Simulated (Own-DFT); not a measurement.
Al3GaN4 (wurtzite random alloy, strained, atoms displaced) (calculated)

Computed with Own-DFT development build. A calculation, not a measurement: plane-wave PBE density functional theory by an unreviewed code, no spin, of a simulated periodic cell, stress positive in tension, free energy of the whole cell less one offset for each atom, forces on such cells passed a denser k mesh, this cell's mesh not checked; offsets are fitted by least squares, one for each functional and potential file, so energies compare only between cells with the same atoms and settings and are not formation energies; the far tail of each file's local potential was reset to the Coulomb form; each entry is a single point on an unrelaxed cell, so the pressure reflects the starting lattice, mostly measured values, from which strain is counted, and rises with the displacements; printed positions are rounded, which can move forces by about a meV/angstrom; the program is a retired in-house code; no spin-orbit coupling.

Common to all runs: functional PBE; potential files PseudoDojo norm-conserving, scalar-relativistic, standard set with the stringent files for Ga; wave cutoff 96 hartree; occupations Gaussian; smearing width 0.01 eV; k mesh 4 x 4 x 3 centred on Gamma.

(1) 
```cif
# cell vector a (Å): 9.4172 0.0000 0.0000
# cell vector b (Å): -4.7086 8.1556 0.0000
# cell vector c (Å): 0.0000 0.0000 10.0655
data_Al3GaN4
_symmetry_space_group_name_H-M 'P 1'
_symmetry_Int_Tables_number 1
_cell_length_a 9.4172
_cell_length_b 9.4173
_cell_length_c 10.0655
_cell_angle_alpha 90.000
_cell_angle_beta 90.000
_cell_angle_gamma 120.000
_cell_volume 773.06
loop_
_atom_site_label
_atom_site_type_symbol
_atom_site_fract_x
_atom_site_fract_y
_atom_site_fract_z
_atom_site_occupancy
Al1 Al 0.11455 0.22020 0.99914 1
Al2 Al 0.22042 0.11294 0.25425 1
N1 N 0.10877 0.21867 0.19759 1
N2 N 0.22355 0.10806 0.43784 1
Ga1 Ga 0.11465 0.22555 0.50019 1
Al3 Al 0.22303 0.11065 0.75029 1
N3 N 0.10522 0.22193 0.68804 1
N4 N 0.22492 0.10409 0.94366 1
Al4 Al 0.12149 0.55589 0.99615 1
Al5 Al 0.22618 0.44539 0.24331 1
N5 N 0.10141 0.54981 0.18880 1
N6 N 0.21748 0.43981 0.43289 1
Al6 Al 0.11561 0.55201 0.49985 1
Al7 Al 0.21417 0.43976 0.74690 1
N7 N 0.11568 0.56110 0.69064 1
N8 N 0.22777 0.44292 0.94084 1
Al8 Al 0.11069 0.89271 0.99457 1
Al9 Al 0.22469 0.77294 0.24951 1
N9 N 0.10424 0.89108 0.19181 1
N10 N 0.22508 0.78599 0.43711 1
Ga2 Ga 0.11365 0.88766 0.50063 1
Al10 Al 0.22853 0.78369 0.74381 1
N11 N 0.10755 0.89125 0.69324 1
N12 N 0.21670 0.77693 0.94727 1
Al11 Al 0.44969 0.23119 0.99648 1
Al12 Al 0.54725 0.11339 0.24259 1
N13 N 0.43638 0.22473 0.19039 1
N14 N 0.54661 0.10983 0.43749 1
Al13 Al 0.44650 0.22096 0.50339 1
Al14 Al 0.56000 0.12087 0.74925 1
N15 N 0.44805 0.22689 0.68841 1
N16 N 0.56497 0.12532 0.94007 1
Ga3 Ga 0.45736 0.57271 0.00314 1
Al15 Al 0.54868 0.44508 0.24817 1
N17 N 0.44524 0.54002 0.18460 1
N18 N 0.55413 0.44203 0.43596 1
Ga4 Ga 0.43838 0.56077 0.49571 1
Al16 Al 0.56210 0.44292 0.75134 1
N19 N 0.44067 0.55986 0.69027 1
N20 N 0.55428 0.44089 0.94870 1
Ga5 Ga 0.45583 0.89514 0.00223 1
Al17 Al 0.55492 0.77961 0.24789 1
N21 N 0.45491 0.90229 0.18343 1
N22 N 0.55300 0.76676 0.44249 1
Ga6 Ga 0.45924 0.90300 0.50476 1
Al18 Al 0.54520 0.77436 0.74626 1
N23 N 0.45596 0.90512 0.69251 1
N24 N 0.55961 0.77187 0.93656 1
Al19 Al 0.78392 0.22584 0.99575 1
Ga7 Ga 0.88765 0.12265 0.24538 1
N25 N 0.78068 0.22225 0.18550 1
N26 N 0.88298 0.11450 0.43443 1
Al20 Al 0.78537 0.22570 0.49660 1
Al21 Al 0.89861 0.12605 0.74778 1
N27 N 0.79359 0.22887 0.69600 1
N28 N 0.87723 0.09727 0.93624 1
Al22 Al 0.78459 0.54981 0.99360 1
Ga8 Ga 0.87865 0.44735 0.25342 1
N29 N 0.76784 0.54744 0.19250 1
N30 N 0.89333 0.44298 0.43366 1
Al23 Al 0.77989 0.55886 0.50490 1
Al24 Al 0.88230 0.44708 0.75275 1
N31 N 0.77545 0.56313 0.68954 1
N32 N 0.88430 0.44898 0.93893 1
Al25 Al 0.77622 0.88680 0.00507 1
Al26 Al 0.88787 0.76642 0.25666 1
N33 N 0.77864 0.90012 0.18186 1
N34 N 0.89393 0.77352 0.43743 1
Al27 Al 0.77318 0.89521 0.49801 1
Ga9 Ga 0.88895 0.78075 0.75451 1
N35 N 0.78191 0.88656 0.69042 1
N36 N 0.88646 0.78335 0.94222 1
_calc_free_energy_of_cell_above_offsets '-22.103'  # eV
_calc_pressure 5.48  # GPa
_calc_stress_xx -3.49  # GPa
_calc_stress_yy -6.46  # GPa
_calc_stress_zz -6.47  # GPa
_calc_stress_yz 1.11  # GPa
_calc_stress_xz 0.06  # GPa
_calc_stress_xy 1.7  # GPa
```

Force:
```csv
element,x (eV/Å),y (eV/Å),z (eV/Å)
Al,-0.451,-0.62,0.698
Al,-0.017,-0.975,-0.883
N,0.864,1.355,-1.801
N,0.242,1.17,1.024
Ga,-0.073,-1.302,-1.009
Al,-0.306,0.256,0.24
N,1.966,0.542,1.022
N,-0.553,2.027,-1.4
Al,-1.527,0.033,0.591
Al,-1.036,-0.826,0.042
N,2.142,0.989,-0.526
N,-0.348,1.225,-0.219
Al,-1.035,0.971,-0.586
Al,1.124,1.004,0.695
N,-0.673,-0.349,-0.224
N,-0.944,-0.56,-0.622
Al,-0.159,-1.347,1.942
Al,-1.353,1.01,-0.846
N,1.248,-0.564,-0.322
N,2.09,-2.105,0.2
Ga,-0.864,0.383,-0.002
Al,-0.624,0.036,1.288
N,2.023,0.418,0.168
N,1.06,0.063,-1.72
Al,-0.313,-1.837,1.42
Al,0.739,1.233,0.566
N,0.832,-0.293,-0.496
N,1.786,2.088,-0.573
Al,-1.058,0.762,-1.331
Al,0.989,0.214,0.774
N,-0.206,-0.367,0.564
N,-0.271,-0.399,-0.659
Ga,0.099,-3.606,-0.691
Al,2.368,-1.542,0.911
N,-3.02,3.168,1.623
N,0.475,0.053,0.886
Ga,1.294,-3.053,1.288
Al,-2.108,0.952,0.458
N,0.215,-1.377,0.541
N,1.018,1.517,-2.322
Ga,-0.943,0.032,-2.039
Al,0.857,0.213,-0.092
N,-0.348,-2.312,2.616
N,-0.131,3.869,-2.062
Ga,-0.86,-2.013,-0.97
Al,2.006,0.969,0.457
N,-0.531,-1.107,0.897
N,-0.586,3.142,-1.155
Al,0.026,-0.251,0.393
Ga,1.398,-1.512,0.353
N,-3.255,0.894,-0.889
N,0.552,-0.998,1.438
Al,-1.402,0.282,0.419
Al,-0.042,-3.605,1.15
N,-2.858,0.661,-1.647
N,0.981,2.445,0.08
Al,-3.163,2.157,2.112
Ga,1.372,-1.04,-1.415
N,-0.976,1.506,-1.436
N,-0.459,0.44,3.541
Al,-0.305,-0.525,-1.447
Al,1.105,0.732,-0.639
N,1.097,-1.931,0.138
N,3.268,-1.186,-0.817
Al,0.224,0.115,-1.519
Al,-0.667,1.356,-1.828
N,0.036,-2.488,2.429
N,-1.973,0.069,0.961
Al,1.872,-0.812,0.47
Ga,-0.303,0.317,0.067
N,-2.618,1.573,-1.199
N,0.988,-1.339,0.924
```

(2) 
```cif
# cell vector a (Å): 9.4172 0.0000 0.0000
# cell vector b (Å): -4.7086 8.1556 0.0000
# cell vector c (Å): 0.0000 0.0000 10.0655
data_Al3GaN4
_symmetry_space_group_name_H-M 'P 1'
_symmetry_Int_Tables_number 1
_cell_length_a 9.4172
_cell_length_b 9.4173
_cell_length_c 10.0655
_cell_angle_alpha 90.000
_cell_angle_beta 90.000
_cell_angle_gamma 120.000
_cell_volume 773.06
loop_
_atom_site_label
_atom_site_type_symbol
_atom_site_fract_x
_atom_site_fract_y
_atom_site_fract_z
_atom_site_occupancy
Al1 Al 0.11369 0.22620 0.00047 1
Ga1 Ga 0.22358 0.11080 0.23792 1
N1 N 0.11108 0.21742 0.18576 1
N2 N 0.22260 0.10779 0.44723 1
Al2 Al 0.11580 0.21757 0.50345 1
Al3 Al 0.23581 0.11525 0.74702 1
N3 N 0.10953 0.21866 0.69901 1
N4 N 0.21281 0.11357 0.94934 1
Al4 Al 0.11448 0.56382 0.00022 1
Al5 Al 0.22143 0.44065 0.25333 1
N5 N 0.10421 0.55079 0.18751 1
N6 N 0.22049 0.45434 0.44131 1
Al6 Al 0.11403 0.55727 0.50520 1
Al7 Al 0.21945 0.45407 0.74479 1
N7 N 0.11345 0.55464 0.69144 1
N8 N 0.22265 0.44741 0.93584 1
Al8 Al 0.11397 0.89182 0.00116 1
Ga2 Ga 0.22048 0.77924 0.24934 1
N9 N 0.11196 0.88128 0.18988 1
N10 N 0.21927 0.77758 0.44049 1
Al9 Al 0.09883 0.88952 0.49976 1
Ga3 Ga 0.22426 0.77615 0.74675 1
N11 N 0.11126 0.89662 0.68587 1
N12 N 0.21830 0.77824 0.93534 1
Al10 Al 0.44438 0.22446 0.99916 1
Ga4 Ga 0.55207 0.10372 0.24203 1
N13 N 0.44351 0.22334 0.19195 1
N14 N 0.55924 0.11294 0.44177 1
Ga5 Ga 0.45537 0.23112 0.50728 1
Al11 Al 0.56588 0.11229 0.74508 1
N15 N 0.43947 0.22928 0.68800 1
N16 N 0.55728 0.11517 0.94254 1
Al12 Al 0.44519 0.54968 0.00700 1
Al13 Al 0.54813 0.44217 0.24636 1
N17 N 0.45857 0.55835 0.19571 1
N18 N 0.56284 0.44875 0.45277 1
Ga6 Ga 0.44395 0.55694 0.50092 1
Al14 Al 0.55596 0.44282 0.75662 1
N19 N 0.43928 0.56029 0.68590 1
N20 N 0.55586 0.44415 0.94961 1
Al15 Al 0.43436 0.88878 0.99730 1
Al16 Al 0.55937 0.77819 0.25203 1
N21 N 0.44605 0.88504 0.19273 1
N22 N 0.55466 0.78102 0.44068 1
Al17 Al 0.44783 0.88782 0.50474 1
Ga7 Ga 0.55384 0.77091 0.75259 1
N23 N 0.44364 0.89730 0.69179 1
N24 N 0.54451 0.77682 0.94078 1
Al18 Al 0.78877 0.22152 0.99891 1
Al19 Al 0.88717 0.11309 0.24192 1
N25 N 0.77675 0.21892 0.19869 1
N26 N 0.88928 0.10637 0.44037 1
Al20 Al 0.78143 0.22176 0.49461 1
Al21 Al 0.89141 0.10555 0.74687 1
N27 N 0.78646 0.22637 0.69162 1
N28 N 0.88520 0.10750 0.93648 1
Ga8 Ga 0.77657 0.55399 0.99673 1
Al22 Al 0.88865 0.44743 0.24614 1
N29 N 0.77182 0.54409 0.18794 1
N30 N 0.87914 0.43861 0.43582 1
Al23 Al 0.77849 0.55428 0.50292 1
Al24 Al 0.88733 0.44941 0.74909 1
N31 N 0.77114 0.55173 0.69179 1
N32 N 0.88890 0.43543 0.93841 1
Al25 Al 0.77256 0.88318 0.00050 1
Al26 Al 0.88535 0.77034 0.25038 1
N33 N 0.78772 0.89254 0.18903 1
N34 N 0.88866 0.78720 0.43766 1
Al27 Al 0.79338 0.89318 0.50132 1
Ga9 Ga 0.89289 0.77015 0.75416 1
N35 N 0.77269 0.89411 0.70059 1
N36 N 0.87956 0.77441 0.94141 1
_calc_free_energy_of_cell_above_offsets '-23.633'  # eV
_calc_pressure 4.86  # GPa
_calc_stress_xx -4.97  # GPa
_calc_stress_yy -5.38  # GPa
_calc_stress_zz -4.23  # GPa
_calc_stress_yz -0.15  # GPa
_calc_stress_xz 0.78  # GPa
_calc_stress_xy 0.93  # GPa
```

Force:
```csv
element,x (eV/Å),y (eV/Å),z (eV/Å)
Al,-1.584,0.225,-1.074
Ga,-0.173,-0.925,2.233
N,-1.397,1.652,0.439
N,-0.277,0.558,-0.977
Al,-1.037,0.671,0.106
Al,-2.996,-0.717,1.172
N,0.826,0.999,-1.275
N,2.616,-0.559,-1.437
Al,0.174,-1.511,-0.32
Al,-0.373,0.493,-0.438
N,1.196,-0.225,-0.158
N,0.591,-2.237,-0.453
Al,-1.485,0.321,-1.298
Al,2.015,-2.288,1.281
N,-2.184,0.069,-0.766
N,0.266,0.28,0.953
Al,-1.055,-0.401,-0.279
Ga,1.399,-1.129,1.138
N,-2.182,0.396,-1.066
N,-0.19,0.077,1.45
Al,2.579,0.28,-0.319
Ga,-0.82,0.945,-0.398
N,0.518,-0.485,0.478
N,-0.485,0.336,1.345
Al,0.102,-0.809,0.397
Ga,-0.254,1.043,1.705
N,0.541,0.638,-1.172
N,0.373,-0.825,0.336
Ga,-0.334,-1.596,-2.096
Al,-0.775,0.75,0.916
N,2.575,0.236,2.748
N,-0.081,-0.231,-0.391
Al,-1.42,1.143,-0.818
Al,2.644,-0.695,1.875
N,-2.876,0.078,-0.65
N,-0.478,0.669,-2.557
Ga,0.293,0.428,-0.692
Al,-1.407,0.439,-0.484
N,0.832,-1.905,1.784
N,-1.155,-0.6,-1.842
Al,1.39,0.44,0.303
Al,0.277,0.556,0.224
N,0.126,-1.058,-1.682
N,1.242,0.654,-0.178
Al,-1.018,0.682,-0.923
Ga,-0.891,1.233,0.045
N,0.951,-0.229,-0.539
N,0.927,-0.577,1.715
Al,-1.572,-0.498,0.406
Al,1.147,-0.64,1.487
N,0.63,1.181,-2.013
N,0.508,1.086,-0.394
Al,-0.091,-0.382,0.463
Al,-0.624,1.472,0.999
N,-0.442,0.064,-0.751
N,0.947,-0.226,0.894
Ga,1.233,-0.387,0.799
Al,0.038,-1.147,0.715
N,-0.536,1.275,1.11
N,1.076,1.388,0.801
Al,0.184,0.444,-0.605
Al,1.069,-1.311,0.249
N,0.609,-0.371,-0.181
N,0.153,1.47,-0.246
Al,-0.776,0.901,-0.396
Al,0.085,0.304,-0.617
N,-0.85,-0.897,-0.011
N,1.244,-2.581,-0.123
Al,-3.568,0.17,0.983
Ga,-1.305,1.654,-0.365
N,1.889,-1.175,-2.285
N,1.425,0.919,0.721
```

(3) 
```cif
# cell vector a (Å): 9.4172 0.0000 0.0000
# cell vector b (Å): -4.7086 8.1556 0.0000
# cell vector c (Å): 0.0000 0.0000 10.0655
data_Al3GaN4
_symmetry_space_group_name_H-M 'P 1'
_symmetry_Int_Tables_number 1
_cell_length_a 9.4172
_cell_length_b 9.4173
_cell_length_c 10.0655
_cell_angle_alpha 90.000
_cell_angle_beta 90.000
_cell_angle_gamma 120.000
_cell_volume 773.06
loop_
_atom_site_label
_atom_site_type_symbol
_atom_site_fract_x
_atom_site_fract_y
_atom_site_fract_z
_atom_site_occupancy
Al1 Al 0.10702 0.22367 0.00318 1
Al2 Al 0.21757 0.10514 0.24742 1
N1 N 0.11102 0.23313 0.19167 1
N2 N 0.21708 0.11319 0.44733 1
Al3 Al 0.10503 0.21612 0.49680 1
Al4 Al 0.21495 0.11479 0.74657 1
N3 N 0.11386 0.21843 0.69015 1
N4 N 0.21951 0.11250 0.94150 1
Al5 Al 0.10482 0.56159 0.99085 1
Al6 Al 0.21936 0.44561 0.24763 1
N5 N 0.11290 0.55371 0.19840 1
N6 N 0.22828 0.45233 0.43589 1
Ga1 Ga 0.10646 0.55348 0.50217 1
Al7 Al 0.21159 0.44767 0.75319 1
N7 N 0.11328 0.55572 0.69735 1
N8 N 0.21852 0.44557 0.94213 1
Al8 Al 0.11050 0.89659 0.00300 1
Al9 Al 0.22961 0.78166 0.25479 1
N9 N 0.10817 0.88318 0.18296 1
N10 N 0.23279 0.78876 0.43713 1
Ga2 Ga 0.10397 0.88959 0.50129 1
Al10 Al 0.20866 0.76984 0.75631 1
N11 N 0.11151 0.89014 0.68068 1
N12 N 0.23478 0.77306 0.94827 1
Al11 Al 0.45148 0.23334 0.00024 1
Al12 Al 0.55872 0.10926 0.25738 1
N13 N 0.45176 0.23141 0.18978 1
N14 N 0.55381 0.11403 0.44208 1
Al13 Al 0.44227 0.22171 0.50132 1
Al14 Al 0.55824 0.11152 0.75521 1
N15 N 0.44485 0.22501 0.69250 1
N16 N 0.55857 0.11233 0.93630 1
Al15 Al 0.44993 0.55362 0.00907 1
Al16 Al 0.54644 0.44724 0.25157 1
N17 N 0.45225 0.56120 0.19810 1
N18 N 0.55174 0.44204 0.44483 1
Al17 Al 0.44593 0.55024 0.50273 1
Al18 Al 0.55136 0.44285 0.74915 1
N19 N 0.43797 0.55342 0.68727 1
N20 N 0.55663 0.44892 0.94374 1
Al19 Al 0.45777 0.87893 0.00329 1
Al20 Al 0.54809 0.77523 0.24803 1
N21 N 0.43925 0.88890 0.19145 1
N22 N 0.55553 0.77892 0.44215 1
Al21 Al 0.45527 0.89790 0.49867 1
Ga3 Ga 0.55745 0.77574 0.74346 1
N23 N 0.44417 0.89183 0.68889 1
N24 N 0.54981 0.77604 0.93740 1
Ga4 Ga 0.77906 0.23324 0.00115 1
Ga5 Ga 0.88777 0.10647 0.25377 1
N25 N 0.78726 0.22927 0.19524 1
N26 N 0.88076 0.11089 0.44046 1
Al22 Al 0.77536 0.21320 0.49953 1
Al23 Al 0.89827 0.12005 0.75724 1
N27 N 0.77100 0.22119 0.68137 1
N28 N 0.88940 0.11072 0.94826 1
Al24 Al 0.76965 0.55178 0.01163 1
Ga6 Ga 0.88830 0.44399 0.25399 1
N29 N 0.77554 0.55996 0.18582 1
N30 N 0.88914 0.44078 0.44598 1
Ga7 Ga 0.78313 0.57124 0.50045 1
Al25 Al 0.89387 0.45097 0.75347 1
N31 N 0.77597 0.55747 0.69581 1
N32 N 0.88532 0.43893 0.93346 1
Al26 Al 0.78440 0.89023 0.99372 1
Ga8 Ga 0.87918 0.77218 0.24515 1
N33 N 0.77053 0.88170 0.18467 1
N34 N 0.89741 0.78121 0.44236 1
Al27 Al 0.78032 0.88906 0.50271 1
Ga9 Ga 0.88927 0.78014 0.73837 1
N35 N 0.78342 0.90472 0.69221 1
N36 N 0.89543 0.78195 0.94172 1
_calc_free_energy_of_cell_above_offsets '-23.072'  # eV
_calc_pressure 5.14  # GPa
_calc_stress_xx -3.55  # GPa
_calc_stress_yy -5.53  # GPa
_calc_stress_zz -6.35  # GPa
_calc_stress_yz -0.25  # GPa
_calc_stress_xz -0.17  # GPa
_calc_stress_xy 0.66  # GPa
```

Force:
```csv
element,x (eV/Å),y (eV/Å),z (eV/Å)
Al,0.59,0.448,-0.076
Al,0.101,0.919,0.159
N,1.691,-1.721,-0.187
N,0.791,0.505,-1.949
Al,-0.445,1.823,0.315
Al,2.72,-0.876,0.989
N,-2.356,1.682,-0.578
N,0.299,0.662,-0.199
Al,1.375,-1.301,2.283
Al,0.457,0.622,0.819
N,-0.518,1.459,-1.821
N,0.287,-1.652,0.728
Ga,1.28,1.243,-0.577
Al,3.025,-0.97,0.275
N,-1.768,0.293,-0.252
N,0.424,-0.049,0.264
Al,1.429,-0.732,-1.065
Al,-1.487,-1.158,-0.904
N,0.373,0.958,1.855
N,-0.219,-0.418,0.749
Ga,3.326,0.761,-1.319
Al,1.878,2.241,-0.292
N,0.707,0.206,3.357
N,-2.104,1.587,-1.32
Al,-0.136,-2.09,-0.233
Al,-0.478,0.869,-1.32
N,-0.364,-1.181,0.431
N,0.38,0.177,-0.348
Al,0.034,0.001,0.549
Al,-0.608,-0.302,-1.459
N,-0.241,-0.546,0.05
N,-0.857,-0.452,1.585
Al,-1.749,0.609,-1.178
Al,2.11,-0.733,1.009
N,-1.764,-0.567,-1.363
N,0.339,0.177,-1.032
Al,-1.43,0.875,-0.537
Al,-0.151,0.318,0.192
N,0.377,-1.004,0.622
N,0.189,-0.043,-0.555
Al,-3.637,2.452,0.07
Al,0.571,1.043,1.143
N,1.721,0.663,-0.145
N,1.053,-0.126,-0.31
Al,-1.086,-1.164,0.978
Ga,-1.2,0.5,0.421
N,-0.843,-0.13,0.092
N,3.603,-1.397,0.536
Ga,0.494,-2.354,0.801
Ga,-0.088,0.106,-1.149
N,-1.761,-1.836,-0.331
N,1.908,-0.981,0.846
Al,-1.516,1.67,0.274
Al,-1.345,-0.042,-0.485
N,1.491,0.741,2.15
N,0.093,0.205,-1.23
Al,1.037,1.068,-3.417
Ga,0.214,1.11,0.408
N,-0.458,-2.15,1.929
N,-1.364,-0.336,0.039
Ga,0.356,-3.483,0.635
Al,-1.23,-1.451,-1.827
N,0.099,-0.893,-0.298
N,-0.658,2.908,0.952
Al,-0.963,-0.531,0.306
Ga,1.078,1.368,0.528
N,-0.98,0.579,-0.055
N,-3.199,0.63,-1.395
Al,-0.948,0.252,-0.338
Ga,-0.269,0.537,2.14
N,0.611,-0.566,-0.815
N,-0.292,-1.032,-0.114
```
